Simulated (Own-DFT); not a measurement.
# Computed records: SiC (4H silicon carbide, atoms displaced)

A calculation, not a measurement: plane-wave PBE density functional theory by an unreviewed code, no spin, of a simulated periodic cell, stress positive in tension, free energy of the whole cell less one offset for each atom, forces on such cells passed a denser k mesh, this cell's mesh not checked; offsets are fitted by least squares, one for each functional and potential file, so energies compare only between cells with the same atoms and settings and are not formation energies; the far tail of each file's local potential was reset to the Coulomb form; each entry is a single point on an unrelaxed cell, so the pressure reflects the starting lattice, mostly measured values (interpolated for alloys), from which strain is counted, and rises with the displacements; printed positions are rounded, which can move forces by about a meV/angstrom; the program, named Own-DFT, is a retired in-house code; no spin-orbit coupling; before rounding, a Quantum ESPRESSO 7.3.1 run of the same cell and cutoff gave forces within 1 meV/angstrom rms on each cell, which checks the program and not the settings. Program: Own-DFT development build.

SiC (4H silicon carbide, atoms displaced)

```xyz
32
Lattice="6.1654 0.0000 0.0000 -3.0827 5.3394 0.0000 0.0000 0.0000 10.0681" Properties=species:S:1:pos:R:3 SiC
Si    -0.0129     0.0352     4.0991
Si    -0.0084     1.7372     1.5672
C      0.0409     0.0044     0.9370
C      0.0235     1.7677     3.4419
Si    -1.5334     2.6917     4.0726
Si    -1.5471     4.4567     1.5805
C      4.5974     2.6570     0.9577
C     -1.5378     4.4164     3.4917
Si     3.0974     0.0108     4.1220
Si     3.0430     1.7888     1.5248
C     -0.0177     5.3245     0.9663
C      3.0538     1.7753     3.4874
Si     1.5251     2.7080     4.1165
Si     1.5838     4.4225     1.6110
C      1.5139     2.6815     0.8676
C      1.5530     4.4764     3.4625
Si    -3.0681     5.3348     9.1448
Si     3.1256     3.5180     6.5632
C      0.0155     0.0079     5.9737
C      3.1287     3.5625     8.4889
Si    -1.5149     2.6451     9.0837
Si     4.6594     0.8628     6.5973
C      4.5928     2.6449     5.9711
C      4.6428     0.9200     8.4995
Si     0.0097     5.3310     9.0870
Si    -0.0304     3.5461     6.6179
C     -0.0319     5.3216     6.0513
C     -0.0685     3.5354     8.5475
Si     1.5411     2.6840     9.1584
Si     1.5399     0.8790     6.6176
C      1.5208     2.6797     6.0192
C      1.5054     0.8481     8.4975
```

- functional: PBE
- potential files: PseudoDojo norm-conserving, scalar-relativistic, standard set
- wave cutoff: 42 hartree
- occupations: Fermi-Dirac
- smearing width: 0.1 eV
- k mesh: 5 x 5 x 3 centred on Gamma
- free energy of cell above offsets: -4.891 eV
- pressure: 3.59 GPa
- stress xx: -3.09 GPa
- stress yy: -3.66 GPa
- stress zz: -4.04 GPa
- stress yz: 0.13 GPa
- stress xz: 0.58 GPa
- stress xy: -0.14 GPa

Force:
| element | x (eV/Å) | y (eV/Å) | z (eV/Å) |
| --- | --- | --- | --- |
| Si | 0.878 | -0.742 | -0.106 |
| Si | -0.226 | 1.241 | -0.277 |
| C | -0.914 | -0.567 | 0.412 |
| C | -0.326 | 0.718 | 0.464 |
| Si | -0.397 | -1.208 | -0.034 |
| Si | 0.6 | -0.777 | 0.152 |
| C | 0.381 | -0.023 | -0.458 |
| C | -0.071 | 1.369 | -0.272 |
| Si | -0.755 | -0.086 | -0.185 |
| Si | 0.411 | -0.524 | 0.925 |
| C | 0.853 | 0.125 | -0.597 |
| C | 0.219 | 0.518 | -0.382 |
| Si | 0.389 | -0.748 | -0.129 |
| Si | -1.001 | 0.788 | -1.273 |
| C | 0.14 | -0.211 | 2.604 |
| C | -0.116 | -0.297 | 0.724 |
| Si | -0.333 | -0.378 | -0.625 |
| Si | -1.401 | 1.093 | 1.239 |
| C | -0.086 | -0.589 | -0.236 |
| C | -1.057 | -0.254 | -0.096 |
| Si | -1.44 | 0.382 | 1.763 |
| Si | -0.791 | 0.148 | 0.525 |
| C | 1.302 | -0.416 | -0.55 |
| C | -0.058 | -1.492 | -0.263 |
| Si | -0.474 | 0.12 | 1.002 |
| Si | 0.076 | -0.185 | 0.715 |
| C | 1.03 | 0.126 | -1.194 |
| C | 2.318 | 0.682 | -1.298 |
| Si | 0.046 | -0.375 | -2.498 |
| Si | -0.355 | 0.479 | 0.34 |
| C | 0.173 | -0.153 | -0.607 |
| C | 0.984 | 1.236 | 0.214 |
